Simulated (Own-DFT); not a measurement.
# Computed records: Hf$_{31}$O$_{64}$ (monoclinic hafnia with one vacancy, atoms displaced)

A calculation, not a measurement: plane-wave density functional theory by an unreviewed code, no spin, of a simulated periodic cell, stress positive in tension, run twice, with PBE and with PBEsol, both on files made for PBE, so the change isn't that of files made for PBEsol, defect cell not probed for a lower state with spin; a neutral cation vacancy leaves holes that likely carry spin, which this run leaves out; hafnium file: forces about 75 meV/angstrom off all-electron values; oxygen file: force components 24 meV/angstrom off all-electron in one glass; forces on such cells passed a denser k mesh, this cell's mesh not checked; the far tail of each file's local potential was reset to the Coulomb form; each entry is a single point on an unrelaxed cell, so the pressure reflects the starting lattice, mostly measured values (interpolated for alloys), from which strain is counted, and rises with the displacements; printed positions are rounded, which can move forces by about a meV/angstrom; the program, named Own-DFT, is a retired in-house code; no spin-orbit coupling; stress was not checked against mesh or cutoff. Program: Own-DFT development build.

```cif
# cell vector a (Å): 10.2340 0.0000 0.0000
# cell vector b (Å): 0.0000 10.3500 0.0000
# cell vector c (Å): -1.6955 0.0000 10.4453
data_Hf31O64
_symmetry_space_group_name_H-M 'P 1'
_symmetry_Int_Tables_number 1
_cell_length_a 10.2340
_cell_length_b 10.3500
_cell_length_c 10.5820
_cell_angle_alpha 90.000
_cell_angle_beta 99.220
_cell_angle_gamma 90.000
_cell_volume 1106.39
loop_
_atom_site_label
_atom_site_type_symbol
_atom_site_fract_x
_atom_site_fract_y
_atom_site_fract_z
_atom_site_occupancy
Hf1 Hf 0.13548 0.01397 0.11333 1
Hf2 Hf 0.34281 0.27798 0.13610 1
Hf3 Hf 0.36153 0.47752 0.39790 1
Hf4 Hf 0.13624 0.24289 0.35384 1
O1 O 0.05047 0.16138 0.17368 1
O2 O 0.46361 0.42001 0.08157 1
O3 O 0.45888 0.33375 0.33101 1
O4 O 0.03798 0.08676 0.41965 1
O5 O 0.22367 0.38499 0.23739 1
O6 O 0.28644 0.13793 0.01228 1
O7 O 0.28961 0.12855 0.26201 1
O8 O 0.22825 0.38515 0.50113 1
Hf5 Hf 0.14234 0.02450 0.60853 1
Hf6 Hf 0.36639 0.28285 0.64995 1
Hf7 Hf 0.35935 0.48769 0.89865 1
Hf8 Hf 0.13982 0.23147 0.85655 1
O9 O 0.03588 0.17325 0.67249 1
O10 O 0.46931 0.42148 0.55902 1
O11 O 0.46447 0.33530 0.81564 1
O12 O 0.03272 0.08243 0.92108 1
O13 O 0.21112 0.38700 0.73782 1
O14 O 0.27208 0.12295 0.52334 1
O15 O 0.27725 0.12214 0.76692 1
O16 O 0.23260 0.36905 0.98521 1
Hf9 Hf 0.14411 0.52435 0.11179 1
Hf10 Hf 0.35226 0.77658 0.14474 1
Hf11 Hf 0.36493 0.96967 0.39621 1
Hf12 Hf 0.13105 0.74796 0.36250 1
O17 O 0.02258 0.66509 0.16774 1
O18 O 0.45766 0.91611 0.08235 1
O19 O 0.46792 0.84102 0.34257 1
O20 O 0.04348 0.57738 0.41455 1
O21 O 0.22426 0.87711 0.24927 1
O22 O 0.28003 0.63518 0.02312 1
O23 O 0.26824 0.62886 0.25331 1
O24 O 0.23377 0.86511 0.49714 1
Hf13 Hf 0.35921 0.78228 0.65385 1
Hf14 Hf 0.36219 0.98465 0.88438 1
Hf15 Hf 0.13483 0.75145 0.84947 1
O25 O 0.03662 0.66372 0.67481 1
O26 O 0.47593 0.92595 0.57449 1
O27 O 0.47420 0.83696 0.83804 1
O28 O 0.04531 0.57771 0.93413 1
O29 O 0.22558 0.89066 0.72671 1
O30 O 0.28126 0.62710 0.50879 1
O31 O 0.29241 0.62578 0.77239 1
O32 O 0.22659 0.88608 0.99545 1
Hf16 Hf 0.64879 0.01727 0.11055 1
Hf17 Hf 0.86377 0.26841 0.16007 1
Hf18 Hf 0.87344 0.48564 0.39866 1
Hf19 Hf 0.63669 0.22720 0.35666 1
O33 O 0.54101 0.15251 0.16234 1
O34 O 0.96962 0.42027 0.07055 1
O35 O 0.97275 0.32962 0.32967 1
O36 O 0.53046 0.09326 0.40995 1
O37 O 0.71927 0.38081 0.24525 1
O38 O 0.78127 0.12740 0.00944 1
O39 O 0.77016 0.10900 0.24995 1
O40 O 0.73278 0.36954 0.48234 1
Hf20 Hf 0.63770 0.00722 0.59278 1
Hf21 Hf 0.86454 0.26459 0.63668 1
Hf22 Hf 0.87226 0.49376 0.89192 1
Hf23 Hf 0.64197 0.22621 0.85803 1
O41 O 0.54352 0.16211 0.68048 1
O42 O 0.95820 0.41584 0.57332 1
O43 O 0.96066 0.33382 0.82522 1
O44 O 0.54865 0.08018 0.92955 1
O45 O 0.73129 0.38711 0.73814 1
O46 O 0.76481 0.13043 0.50358 1
O47 O 0.76446 0.13072 0.76886 1
O48 O 0.72681 0.38528 0.99495 1
Hf24 Hf 0.63530 0.51311 0.10717 1
Hf25 Hf 0.85490 0.77056 0.15163 1
Hf26 Hf 0.85693 0.97480 0.38613 1
Hf27 Hf 0.63242 0.72884 0.35887 1
O49 O 0.53771 0.66587 0.17203 1
O50 O 0.96318 0.91041 0.07461 1
O51 O 0.95979 0.84038 0.32773 1
O52 O 0.53449 0.57561 0.42180 1
O53 O 0.72964 0.87862 0.24264 1
O54 O 0.77539 0.63957 0.00344 1
O55 O 0.78438 0.62623 0.26185 1
O56 O 0.72329 0.86062 0.48810 1
Hf28 Hf 0.64706 0.51283 0.60018 1
Hf29 Hf 0.86253 0.77543 0.64247 1
Hf30 Hf 0.85022 0.99561 0.90478 1
Hf31 Hf 0.65377 0.72667 0.85326 1
O57 O 0.52435 0.67476 0.67813 1
O58 O 0.94635 0.92384 0.57793 1
O59 O 0.96439 0.83972 0.83131 1
O60 O 0.53112 0.58417 0.92411 1
O61 O 0.72530 0.89178 0.74680 1
O62 O 0.77088 0.62961 0.49427 1
O63 O 0.77061 0.61232 0.76705 1
O64 O 0.72271 0.87729 0.98314 1
_calc_functional 'PBE, then PBEsol'
_calc_potential_files 'PseudoDojo norm-conserving, scalar-relativistic, standard set'
_calc_wave_cutoff 72  # hartree
_calc_occupations 'Fermi-Dirac'
_calc_smearing_width 0.1  # eV
_calc_k_mesh '2 x 2 x 2 centred on Gamma'
_calc_PBE_pressure 7.15  # GPa
_calc_PBE_stress_xx -7.09  # GPa
_calc_PBE_stress_yy -7.29  # GPa
_calc_PBE_stress_zz -7.08  # GPa
_calc_PBE_stress_yz -0.13  # GPa
_calc_PBE_stress_xz -0.47  # GPa
_calc_PBE_stress_xy 1.27  # GPa
_calc_PBEsol_pressure 0.81  # GPa
_calc_PBEsol_stress_xx -0.75  # GPa
_calc_PBEsol_stress_yy -0.97  # GPa
_calc_PBEsol_stress_zz -0.72  # GPa
_calc_PBEsol_stress_yz -0.15  # GPa
_calc_PBEsol_stress_xz -0.11  # GPa
_calc_PBEsol_stress_xy 1.23  # GPa
_calc_rms_change_of_force_components_from_PBE_to_PBEsol 0.059  # eV/angstrom
```

Force:
```csv
force element,PBE force x (eV/Å),PBE force y (eV/Å),PBE force z (eV/Å),PBEsol force x (eV/Å),PBEsol force y (eV/Å),PBEsol force z (eV/Å)
Hf,0.985,0.565,-1.796,0.959,0.584,-1.786
Hf,3.469,-1.742,2.475,3.345,-1.673,2.417
Hf,-2.028,1.717,-0.464,-1.978,1.619,-0.395
Hf,3.438,-2.298,2.343,3.339,-2.292,2.247
O,-2.588,2.236,0.325,-2.516,2.186,0.374
O,-0.275,-0.61,0.136,-0.275,-0.566,0.089
O,1.299,-1.095,-1.046,1.26,-1.065,-1.039
O,-0.858,-0.718,-0.11,-0.824,-0.699,-0.067
O,-0.718,-0.72,0.424,-0.642,-0.721,0.395
O,-1.215,-1.513,-1.1,-1.238,-1.447,-1.073
O,-1.087,-0.988,0.373,-1.107,-0.948,0.341
O,0.397,-2.324,-1.57,0.534,-2.32,-1.589
Hf,-2.05,2.65,-2.111,-1.944,2.667,-2.072
Hf,-1.106,0.018,-1.677,-1.09,0.058,-1.596
Hf,0.347,-0.079,-1.433,0.34,-0.085,-1.382
Hf,-0.916,0.738,-0.643,-0.865,0.697,-0.662
O,0.877,-1.36,-0.186,0.861,-1.313,-0.133
O,0.823,-1.751,3.339,0.797,-1.671,3.203
O,-0.035,1.112,1.755,-0.051,1.049,1.641
O,0.742,0.314,0.54,0.714,0.297,0.58
O,1.464,-1.438,1.069,1.547,-1.521,1.136
O,0.832,0.883,-0.494,0.723,0.835,-0.446
O,-0.283,0.743,-0.87,-0.344,0.695,-0.843
O,-1.525,1.089,0.404,-1.423,1.051,0.42
Hf,-1.516,1.261,-0.809,-1.489,1.296,-0.813
Hf,2.089,-1.214,0.263,2.014,-1.16,0.248
Hf,-1.422,5.14,0.286,-1.374,4.976,0.3
Hf,1.035,-5.123,-0.087,1.04,-5.044,-0.124
O,0.689,0.382,0.99,0.668,0.385,0.998
O,1.294,0.551,-0.008,1.233,0.531,-0.048
O,1.417,-2.462,-1.728,1.372,-2.395,-1.704
O,0.336,1.717,-1.023,0.264,1.704,-1.055
O,-0.611,0.625,-0.404,-0.54,0.59,-0.392
O,-0.055,-0.17,-1.52,-0.097,-0.171,-1.442
O,0.057,0.281,1.701,-0.003,0.281,1.613
O,-0.761,1.22,-0.349,-0.676,1.195,-0.344
Hf,2.058,-4.716,-0.665,2.017,-4.604,-0.635
Hf,2.045,0.212,4.047,1.987,0.17,3.986
Hf,-0.679,-3.903,-0.321,-0.706,-3.83,-0.374
O,-1.13,2.179,0.654,-1.194,2.302,0.76
O,-3.349,-2.137,0.343,-3.265,-2.064,0.257
O,-1.243,0.807,-0.926,-1.243,0.806,-0.967
O,1.154,2.422,-1.78,1.092,2.324,-1.665
O,-0.781,-1.23,3.128,-0.696,-1.193,3.055
O,0.387,1.686,-0.092,0.405,1.682,-0.151
O,-0.622,2.3,-0.14,-0.585,2.279,-0.058
O,-0.39,-0.908,-1.536,-0.328,-0.879,-1.485
Hf,-2.874,-1.013,-2.612,-2.796,-0.905,-2.564
Hf,0.538,1.485,-2.849,0.517,1.49,-2.745
Hf,0.125,0.349,0.449,0.119,0.313,0.484
Hf,-1.065,1.482,-1.954,-1.037,1.388,-1.91
O,-1.469,2.56,1.145,-1.374,2.452,1.156
O,-0.796,-1.766,1.93,-0.772,-1.67,1.841
O,-2.462,0.951,-0.962,-2.392,0.9,-1.007
O,-1.074,-2.23,1.326,-1.028,-2.189,1.32
O,1.367,-0.922,-0.314,1.395,-0.911,-0.32
O,-0.117,2.043,2.25,-0.175,1.941,2.171
O,2.076,2.073,1.942,1.976,2.011,1.883
O,-0.947,0.223,0.809,-0.882,0.223,0.8
Hf,1.634,3.579,2.131,1.593,3.52,2.072
Hf,-0.545,1.758,1.736,-0.516,1.807,1.714
Hf,-0.069,-3.264,1.552,-0.072,-3.234,1.551
Hf,-1.177,2.136,-0.148,-1.141,1.986,-0.202
O,-1.201,0.185,-1.19,-1.145,0.204,-1.084
O,-0.551,-0.218,0.165,-0.702,-0.291,0.062
O,0.602,-0.318,0.187,0.588,-0.312,0.131
O,-1.391,-0.13,-0.956,-1.332,-0.13,-0.893
O,-0.478,-1.212,-0.612,-0.403,-1.165,-0.622
O,1.116,-0.751,0.081,1.025,-0.719,0.067
O,2.633,-0.853,-1.286,2.494,-0.83,-1.209
O,0.244,-1.542,-0.302,0.276,-1.479,-0.275
Hf,0.389,1.392,-0.765,0.363,1.377,-0.782
Hf,0.649,-1.426,-2.563,0.635,-1.376,-2.474
Hf,0.159,2.374,2.606,0.139,2.254,2.548
Hf,0.014,-2.305,-1.868,0.043,-2.311,-1.827
O,-0.719,1.105,0.744,-0.689,1.074,0.776
O,0.448,0.638,1.071,0.43,0.657,1.021
O,1.301,-0.834,0.162,1.25,-0.823,0.113
O,1.034,1.804,-0.669,1.026,1.751,-0.595
O,-1.429,-0.43,0.346,-1.308,-0.4,0.349
O,0.232,-0.539,1.015,0.179,-0.517,0.959
O,-0.707,-0.313,-0.191,-0.731,-0.275,-0.179
O,-0.287,1.358,-0.01,-0.233,1.337,-0.014
Hf,-1.238,0.694,0.006,-1.192,0.678,-0.041
Hf,1.255,-1.71,1.468,1.274,-1.593,1.452
Hf,2.253,-1.98,-2.149,2.162,-1.955,-2.071
Hf,-3.418,0.941,0.519,-3.33,0.885,0.51
O,2.211,-1.072,-0.722,2.143,-0.997,-0.629
O,1.822,0.786,-0.29,1.74,0.735,-0.344
O,-0.17,-0.185,-0.599,-0.133,-0.205,-0.633
O,1.097,0.369,0.094,1.062,0.332,0.135
O,0.356,-1.325,-1.232,0.393,-1.294,-1.199
O,0.381,-0.088,2.324,0.295,-0.095,2.243
O,0.528,2.361,-2.914,0.442,2.299,-2.803
O,-0.266,-0.568,1.39,-0.196,-0.532,1.347
```
